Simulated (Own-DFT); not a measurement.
# How strain changes the stress of wurtzite GaN, 72 atoms (Ga36N36)

All numbers below are calculated, not measured. They come from Own-DFT, an in-house plane-wave density functional program, since retired, whose code no person has reviewed. Each row is one single-point run on a periodic cell that was not relaxed, without spin or spin-orbit coupling.

Settings of every run: PBE; PseudoDojo norm-conserving scalar-relativistic files (stringent for Ga); cutoff 96 hartree; 4 x 4 x 3 k mesh centred on Gamma; Gaussian smearing of 0.01 eV.

Known limits: forces not confirmed at this smearing and k mesh; stress not checked against mesh or cutoff.

Unstrained cell vectors in Å: (9.567, 0.000, 0.000); (-4.783, 8.285, 0.000); (0.000, 0.000, 10.370). The unstrained cell has measured lattice constants (interpolated for alloys), not those of this functional. That, the random moves and any unrelaxed bonds set the pressure at no strain. Each run strains this cell uniformly, with the atoms carried along. Every atom was also moved at random, by a Gaussian of width 0.05 Å on each axis. Strain is the symmetric tensor, in per cent. Stress is positive in tension, and the pressure is minus a third of its trace.

```
run  e_xx (%)  e_yy (%)  e_zz (%)  e_yz (%)  e_xz (%)  e_xy (%)  s_xx (GPa)  s_yy (GPa)  s_zz (GPa)  s_yz (GPa)  s_xz (GPa)  s_xy (GPa)  P (GPa)  E (meV/atom)
  1     -0.80      1.53     -0.60     -0.73     -1.14      1.39       -9.05       -2.89      -10.05       -1.93       -3.21        4.09     7.33          31.3
  2      0.82     -1.17     -1.53     -0.27      1.94     -0.38       -6.25      -13.00      -14.29       -1.48        3.57       -0.53    11.18          34.9
  3     -1.65     -0.20      0.64     -0.19     -0.23      1.19      -12.90       -8.99       -8.03       -0.35       -0.37        3.46     9.97          45.8
  4     -1.23     -0.89     -0.87      0.94     -0.69     -1.99      -13.14      -14.28      -13.59        3.01       -0.83       -6.66    13.67          48.6
  5      0.79      0.43      1.10     -1.09      1.37      1.61       -3.66       -2.84       -1.59       -1.37        3.81        3.56     2.70          11.8
  6     -1.56     -1.95      0.86      1.64     -0.39      1.67      -16.44      -17.80       -6.37        3.05       -0.64        6.55    13.54          59.0
  7      1.52      1.53     -0.33     -0.04      0.25     -1.23        1.19        0.65       -7.09        0.51        0.93       -3.45     1.75           0.0
  8      1.18      1.92      1.46     -1.87      1.54      0.71        0.46        2.49        0.42       -3.92        2.91        2.89    -1.13           7.8
  9      0.66     -0.48      0.40      0.72     -0.07      1.63       -3.56       -8.13       -5.71        1.47       -0.10        4.63     5.80          17.2
 10      1.57     -1.81     -0.98     -1.41     -0.91      0.44       -3.01      -15.39      -11.39       -2.98       -1.66        1.68     9.93          35.5
 11      0.38     -0.11     -0.65      0.23      1.88      1.94       -5.41       -7.33      -11.91        0.81        3.82        6.81     8.22          27.5
 12     -0.02     -1.84     -0.02      0.73     -0.65     -0.50       -9.04      -12.84      -10.28       -0.27       -1.34       -1.90    10.72          26.3
 13     -1.43     -1.17      1.92     -0.07     -0.02     -0.34      -13.13      -11.16       -1.23        0.44       -1.00       -0.79     8.51          19.5
 14      0.07     -1.65     -1.07      1.92      1.50     -1.35       -8.66      -15.60      -14.09        5.28        3.06       -3.01    12.79          39.8
 15      0.39      1.62     -0.21      1.94     -0.66      1.13       -4.55       -2.08       -5.15        4.69       -1.29        3.17     3.92          22.7
 16      0.17      1.63     -0.27      0.69     -1.29     -0.36       -3.85        0.46       -8.07        1.43       -2.40        0.93     3.82           3.3
 17     -1.76     -0.15     -0.08      0.54     -0.42      1.74           ?           ?           ?           ?           ?           ?        ?             ?
```

E is the free energy for each atom above the lowest run shown.

## Worked fit

Each stress component was fitted by least squares to a constant and the strains of the runs shown, as fractions, with shears doubled. Shear strains stay in the fit of a normal stress only where such slopes are resolved. The slopes, in GPa:

| stress | at no strain | per e_xx | per e_yy | per e_zz | scatter |
|---|---|---|---|---|---|
| s_xx | -7.0 | 407 ± 20 | 115 ± 14 | 36 ± 21 | 0.74 |
| s_yy | -7.4 | 118 ± 31 | 409 ± 23 | 120 ± 33 | 1.16 |
| s_zz | -7.9 | 102 ± 25 | 74 ± 19 | 441 ± 27 | 0.96 |

Each shear stress against twice its own strain: yz 113 ± 12, xz 101 ± 7, xy 151 ± 12 GPa. These are stiffnesses along x, y and z of the frame in which the cell vectors are given, which need not be the crystal's axes. The atoms are held to the strained lattice; where symmetry lets them move under strain, relaxing them would lower some slopes. The table should be nearly symmetric about its diagonal, and what it lacks of that shows the noise. A ninth of its sum, 203 ± 4 GPa, estimates the bulk modulus near the mean pressure of these runs, 7.7 GPa, so it lies above the value at zero pressure.

## Withheld run

Question: what normal stresses and pressure should run 17 give?

The fit gives s_xx = -14.3, s_yy = -10.2, s_zz = -10.2 and P = 11.6 GPa. The calculation gave -14.09, -8.94, -10.36 and P = 11.13 GPa.
